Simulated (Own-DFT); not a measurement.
## Calculated data, GaP (zincblende, atoms displaced)

Computed with Own-DFT development build. A calculation, not a measurement: plane-wave PBE density functional theory by an unreviewed code, no spin, of a simulated periodic cell, stress positive in tension, free energy of the whole cell less one offset for each atom, forces on such cells passed a denser k mesh, this cell's mesh not checked; offsets are fitted by least squares, one for each functional and potential file, so energies compare only between cells with the same atoms and settings and are not formation energies; the far tail of each file's local potential was reset to the Coulomb form; each entry is a single point on an unrelaxed cell, so the pressure reflects the starting lattice, mostly measured values (interpolated for alloys), from which strain is counted, and rises with the displacements; printed positions are rounded, which can move forces by about a meV/angstrom; the program, named Own-DFT, is a retired in-house code; no spin-orbit coupling.

### GaP (zincblende, atoms displaced)

```
CELL_PARAMETERS angstrom
16.35150 0.00000 0.00000
0.00000 10.90100 0.00000
0.00000 0.00000 10.90100
ATOMIC_POSITIONS crystal
Ga 0.99772 0.99250 0.99554
Ga 0.00095 0.25462 0.26340
Ga 0.15964 0.01593 0.24467
Ga 0.16265 0.26544 0.01629
P 0.07835 0.12447 0.12813
P 0.08550 0.37511 0.36750
P 0.25088 0.11332 0.36877
P 0.25340 0.37022 0.12680
Ga 0.00509 0.98522 0.50143
Ga 0.99470 0.24483 0.77044
Ga 0.16613 0.00070 0.74265
Ga 0.17131 0.26273 0.50417
P 0.08362 0.11900 0.62819
P 0.07520 0.36984 0.88706
P 0.24118 0.13650 0.88533
P 0.25311 0.36841 0.62588
Ga 0.00676 0.49132 0.00016
Ga 0.00597 0.75410 0.25810
Ga 0.16540 0.51098 0.25918
Ga 0.16014 0.73551 0.01195
P 0.08002 0.62144 0.11468
P 0.08586 0.88195 0.37880
P 0.25606 0.62245 0.37730
P 0.24356 0.87181 0.11866
Ga 0.99807 0.49817 0.49661
Ga 0.99246 0.73722 0.75838
Ga 0.17643 0.48548 0.75203
Ga 0.16280 0.74840 0.50203
P 0.07983 0.63776 0.62215
P 0.07574 0.89359 0.87621
P 0.24781 0.62051 0.88763
P 0.24634 0.87846 0.62572
Ga 0.33113 0.00981 0.98674
Ga 0.33160 0.24935 0.24790
Ga 0.50701 0.00058 0.26409
Ga 0.50019 0.26871 0.01701
P 0.41331 0.12386 0.11214
P 0.41193 0.36521 0.37311
P 0.58519 0.12720 0.37077
P 0.58244 0.37640 0.11500
Ga 0.34308 0.00038 0.52313
Ga 0.32697 0.25151 0.73036
Ga 0.49955 0.00736 0.74672
Ga 0.50361 0.25196 0.49251
P 0.41506 0.11551 0.61589
P 0.41454 0.37740 0.87749
P 0.58275 0.11210 0.88075
P 0.57296 0.37537 0.62153
Ga 0.32833 0.49241 0.00872
Ga 0.34099 0.76731 0.24405
Ga 0.49480 0.51200 0.25163
Ga 0.50227 0.75333 0.00095
P 0.41733 0.61508 0.11993
P 0.41422 0.87799 0.37428
P 0.58225 0.63235 0.37797
P 0.58113 0.87419 0.14100
Ga 0.34206 0.50318 0.50449
Ga 0.33292 0.75244 0.74626
Ga 0.49873 0.51078 0.74288
Ga 0.50291 0.74223 0.49799
P 0.41449 0.63031 0.62136
P 0.41690 0.86731 0.87700
P 0.58130 0.62316 0.88030
P 0.58655 0.88687 0.62238
Ga 0.66939 0.99199 0.00128
Ga 0.65211 0.25008 0.24204
Ga 0.83371 0.00202 0.24794
Ga 0.84310 0.26478 0.00624
P 0.74816 0.12282 0.13257
P 0.75517 0.37753 0.37552
P 0.91745 0.13383 0.37856
P 0.91704 0.38496 0.12151
Ga 0.66514 0.00510 0.49994
Ga 0.66442 0.24336 0.74059
Ga 0.82795 0.01461 0.73828
Ga 0.83506 0.24894 0.50264
P 0.74460 0.11957 0.60502
P 0.74772 0.38196 0.88601
P 0.90824 0.13302 0.87720
P 0.92229 0.37386 0.62290
Ga 0.65754 0.49257 0.98680
Ga 0.65570 0.74438 0.25430
Ga 0.84333 0.50923 0.24656
Ga 0.82722 0.73723 0.00374
P 0.74939 0.61765 0.11933
P 0.75180 0.86447 0.36535
P 0.92789 0.61455 0.36021
P 0.91031 0.86566 0.11571
Ga 0.66821 0.50285 0.50183
Ga 0.66886 0.73246 0.74107
Ga 0.81711 0.49457 0.74614
Ga 0.84290 0.73768 0.50844
P 0.74243 0.62202 0.61718
P 0.74408 0.87014 0.86823
P 0.93154 0.63379 0.88663
P 0.91110 0.87180 0.63757
```

```
functional                        : PBE
potential files                   : PseudoDojo norm-conserving, scalar-relativistic, standard set
wave cutoff                       : 42 hartree
occupations                       : Fermi-Dirac
smearing width                    : 0.1 eV
k mesh                            : 2 x 3 x 3 centred on Gamma
free energy of cell above offsets : -40.530 eV
pressure                          : 4.65 GPa
stress xx                         : -4.72 GPa
stress yy                         : -4.62 GPa
stress zz                         : -4.62 GPa
stress yz                         : -0.62 GPa
stress xz                         : -0.62 GPa
stress xy                         : -0.94 GPa
```

Force:
```
element  x (eV/Å)  y (eV/Å)  z (eV/Å)
     Ga    -1.731     1.469     1.536
     Ga    -0.586    -0.479    -1.655
     Ga     1.156    -1.795     0.372
     Ga    -0.463    -1.379    -0.508
      P    -1.178     1.172    -0.849
      P     0.543     0.719     1.625
      P     0.535     1.179     1.517
      P    -1.165     1.099     1.443
     Ga    -1.725     1.465     1.081
     Ga     0.882     0.196    -2.091
     Ga     0.023     0.429     1.836
     Ga    -1.138    -2.194     -1.44
      P    -0.635     1.548    -0.503
      P     2.455    -0.577    -2.023
      P      0.34     -0.16    -1.758
      P    -0.411     2.683    -1.696
     Ga    -1.726     1.348     0.485
     Ga    -0.323     0.401    -1.498
     Ga     0.517    -0.366    -1.186
     Ga     1.025     2.396    -2.032
      P    -0.493    -0.576     3.068
      P     0.849    -0.864    -1.226
      P    -0.115     1.106     0.134
      P       0.5     0.847     0.393
     Ga     1.212    -0.052     0.302
     Ga     2.168     3.131    -1.864
     Ga    -1.695     1.288     0.866
     Ga     1.221     0.259     -0.72
      P     0.045     -2.05     0.779
      P     2.127    -2.999    -1.699
      P     0.256     0.187    -1.308
      P     0.726    -0.731    -0.111
     Ga    -0.482    -1.102     0.237
     Ga     -0.03    -1.536    -0.138
     Ga    -2.099    -0.029    -1.248
     Ga    -2.223     -2.93    -2.855
      P     1.165      0.28     1.746
      P      0.97      1.16     0.139
      P    -0.067     0.259     1.251
      P      0.74      2.15     2.724
     Ga    -3.885    -3.311    -4.072
     Ga     2.102    -2.204     3.437
     Ga    -0.056    -1.059      0.67
     Ga    -1.036    -0.646    -0.177
      P     3.059     4.343     2.763
      P     0.064    -0.034    -1.127
      P    -0.066     1.848     0.017
      P     1.624     0.389     0.394
     Ga     0.723     0.349    -1.067
     Ga    -1.354    -1.462    -0.826
     Ga     0.686    -1.387     0.619
     Ga     -0.25    -0.147     0.764
      P    -0.553     1.812    -0.109
      P     1.189     0.335     1.406
      P    -0.074      -2.5     0.176
      P     0.057     0.174    -1.843
     Ga    -1.177    -0.991    -0.871
     Ga     -0.79    -0.174     0.849
     Ga     -0.66    -0.743     1.193
     Ga    -0.764      2.24     0.575
      P     0.669     0.381     0.575
      P    -0.115      1.08    -0.727
      P    -0.213     0.821    -1.494
      P    -0.869     -1.78     0.349
     Ga    -0.179     -0.03     0.516
     Ga     2.502     0.421     0.064
     Ga     0.435    -0.456     0.277
     Ga     -2.29    -1.237    -0.161
      P    -0.032     0.997    -1.065
      P    -0.778      0.12    -0.645
      P      0.11    -1.809     0.083
      P     1.465    -0.344     1.375
     Ga    -0.118    -2.026    -2.275
     Ga    -0.221     0.096     0.933
     Ga    -0.368    -0.957     1.084
     Ga    -0.082     0.595    -0.163
      P     1.334     2.085     1.805
      P     0.282    -2.016    -1.379
      P    -0.314    -1.509     0.413
      P    -1.183    -0.119     1.204
     Ga     0.988     0.906     1.283
     Ga     2.522     0.399     -0.98
     Ga    -2.288    -0.862     -0.42
     Ga     0.519     0.995    -1.519
      P    -1.624    -0.605     1.042
      P     0.002     0.286     1.267
      P    -0.513     1.578     1.934
      P     0.892     0.846     1.325
     Ga     -1.13    -1.674    -1.418
     Ga    -1.368      2.18     1.392
     Ga     2.193     0.331    -0.016
     Ga    -0.685      0.43    -1.457
      P     2.177     0.101     0.053
      P     1.098     -0.29    -0.118
      P     -3.67    -2.861     1.645
      P     0.846      0.14    -0.674
```
